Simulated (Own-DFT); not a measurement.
SiC (4H silicon carbide, atoms displaced) (calculated)

Computed with Own-DFT development build. A calculation, not a measurement: plane-wave PBE density functional theory by an unreviewed code, no spin, of a simulated periodic cell, stress positive in tension, free energy of the whole cell less one offset for each atom, forces on such cells passed a denser k mesh, this cell's mesh not checked; offsets are fitted by least squares, one for each functional and potential file, so energies compare only between cells with the same atoms and settings and are not formation energies; the far tail of each file's local potential was reset to the Coulomb form; each entry is a single point on an unrelaxed cell, so the pressure reflects the starting lattice, mostly measured values (interpolated for alloys), from which strain is counted, and rises with the displacements; printed positions are rounded, which can move forces by about a meV/angstrom; the program, named Own-DFT, is a retired in-house code; no spin-orbit coupling.

```xyz
72
Lattice="9.2481 0.0000 0.0000 -4.6241 8.0091 0.0000 0.0000 0.0000 10.0681" Properties=species:S:1:pos:R:3 formula=SiC functional=PBE potential_files=PseudoDojo_norm-conserving,scalar-relativistic,standard_set wave_cutoff=42 occupations=Fermi-Dirac smearing_width=0.1 hardware=one_NVIDIA_H100 k_mesh=4_x_4_x_3_centred_on_Gamma
Si     9.2139     0.0038     3.9634
Si    -0.0287     1.7283     1.4876
C     -0.0160     0.1237     0.7827
C     -0.0656     1.7138     3.5106
Si    -1.4376     2.7124     4.0554
Si    -1.5135     4.3286     1.3843
C     -1.5756     2.7299     0.8552
C     -1.5635     4.4694     3.4958
Si    -3.0087     5.5629     4.3145
Si    -2.9841     7.0784     1.5718
C      6.0566     5.2344     0.9489
C     -3.1198     7.0524     3.4584
Si    -1.5157     7.9842     4.1156
Si     3.1078     1.8871     1.6923
C      3.1367     0.2439     1.0217
C      3.1830     1.7708     3.5465
Si     1.3978     2.6969     4.1780
Si     1.5124     4.3528     1.5003
C      1.5095     2.8136     0.9883
C      1.6635     4.3371     3.4987
Si     0.0257     5.4035     4.1119
Si    -0.1633     7.1127     1.7089
C     -0.1073     5.2280     0.9292
C      0.1061     7.0823     3.2911
Si     6.3155     0.0914     4.1284
Si     6.2753     1.7871     1.5507
C      1.4723     7.8822     0.9248
C      6.1782     1.7695     3.5338
Si     4.6927     2.7995     4.1888
Si     4.5397     4.3918     1.4470
C      4.6145     2.7480     0.9475
C      4.6915     4.6485     3.4387
Si     2.8962     5.3242     4.0119
Si     3.0272     7.0710     1.5007
C      3.1451     5.1966     0.7853
C      3.1223     7.1879     3.6367
Si     0.0309     0.0914     9.2481
Si     4.5970     6.3285     6.5534
C      4.5312     7.9898     6.0371
C      4.7385     6.2262     8.4426
Si    -3.0244     5.4141     9.0489
Si     6.1564     3.4911     6.6019
C      6.1831     5.2492     5.8887
C      6.1577     3.7234     8.5664
Si    -1.4094     2.6463     9.0346
Si     7.6919     0.9547     6.5888
C     -1.4283     2.6870     5.9467
C      7.5798     1.0046     8.3965
Si     6.2233     0.0447     8.8235
Si     1.5619     6.0417     6.6109
C      1.4496     7.8299     5.9349
C      1.4074     5.9800     8.4413
Si     2.9661     5.2196     9.0043
Si     3.0432     3.5698     6.6771
C      2.9771     5.3672     5.8869
C      3.2959     3.4192     8.2936
Si     4.7481     2.7101     9.2504
Si     4.7806     0.8902     6.5952
C      4.4930     2.6241     5.8408
C      4.8972     0.9441     8.4957
Si     2.9610     0.0031     9.1511
Si    -1.4298     6.2629     6.4728
C      2.9476     0.1671     5.8203
C     -1.4002     6.1605     8.4621
Si    -0.0747     5.3173     9.3655
Si     0.0145     3.6227     6.5165
C     -0.0316     5.3322     6.0207
C      0.0366     3.4847     8.4871
Si     1.5330     2.7237     9.2977
Si     1.8235     1.0381     6.7101
C      1.5110     2.8148     5.9717
C      1.5256     0.9361     8.5193
```

Units: wave_cutoff in hartree; smearing_width in eV.

## Withheld values
1. Estimate the pressure of SiC (4H silicon carbide, atoms displaced).
2. Give the table of force values for SiC (4H silicon carbide, atoms displaced).

Calculated values
1. 11.54 GPa
2. 
Force:
```tsv
element	x (eV/Å)	y (eV/Å)	z (eV/Å)
Si	2.503	-0.749	4.162
Si	-0.106	2.95	2.163
C	0.038	-2.969	8.083
C	1.913	1.576	-2.792
Si	-3.237	0.532	0.729
Si	-3.92	3.596	5.111
C	1.651	-4.825	-0.782
C	1.437	0.68	-1.041
Si	-1.331	-4.977	-8.853
Si	-1.419	-0.189	-0.139
C	3.438	2.63	-1.837
C	1.302	4.455	-1.012
Si	0.113	1.226	-3.863
Si	0.109	1.042	0.556
C	-1.756	-4.423	-1.649
C	-1.717	0.868	-0.645
Si	3.214	-2.122	-1.455
Si	0.633	6.812	3.432
C	0.187	-7.463	-0.311
C	-5.662	0.089	-3.21
Si	-0.345	-1.831	-1.454
Si	1.907	0.435	-8.328
C	2.358	2.398	5.012
C	0.006	0.448	9.625
Si	-2.926	-1.264	-0.626
Si	-2.783	-1.579	0.861
C	0.521	1.435	-0.971
C	0.982	2.21	-1.189
Si	-0.413	0.493	-5.918
Si	2.434	2.335	4.45
C	0.574	-3.662	0.901
C	-1.601	-1.884	0.35
Si	7.181	2.268	2.005
Si	0.281	-0.07	0.264
C	-3.768	2.366	0.788
C	-1.892	-2.95	-4.425
Si	-1.019	-2.26	-9.943
Si	0.075	-2.595	0.786
C	1.941	2.748	-2.096
C	-3.102	1.71	0.352
Si	-0.296	0.216	1.436
Si	-0.212	1.027	0.154
C	-0.045	1.154	7.791
C	1.706	-3.72	-1.91
Si	-3.658	1.645	0.603
Si	0.916	-1.511	-1.329
C	-2.353	-0.221	-0.003
C	4.112	-1.07	0.734
Si	1.301	-5.967	5.382
Si	-1.9	2.401	0.453
C	1.498	1.684	0.903
C	1.713	2.607	0.648
Si	3.327	0.492	-0.36
Si	0.624	1.035	-6.772
C	3.117	-1.765	1.011
C	-2.195	0.681	7.968
Si	0.109	-0.622	-3.503
Si	-2.687	0.947	-0.366
C	2.209	0.304	6.098
C	-7.462	2.479	-1.647
Si	3.691	-0.239	0.259
Si	-3.569	0.956	2.671
C	5.032	-4.22	3.17
C	-2.338	2.681	0.158
Si	1.364	-0.621	-8.304
Si	-0.686	-1.318	3.086
C	1.608	0.465	-2.716
C	1.137	1.882	0.128
Si	1.32	-0.752	-4.752
Si	-6.874	1.143	-0.357
C	0.876	-1.991	1.089
C	0.813	0.728	1.186
```

Further results for SiC (4H silicon carbide, atoms displaced):

- free energy of cell above offsets: 12.669 eV
- stress xx: -7.7 GPa
- stress yy: -10.43 GPa
- stress zz: -16.49 GPa
- stress yz: 0.33 GPa
- stress xz: 0.34 GPa
- stress xy: 0.64 GPa
- wall time: 351.4 s
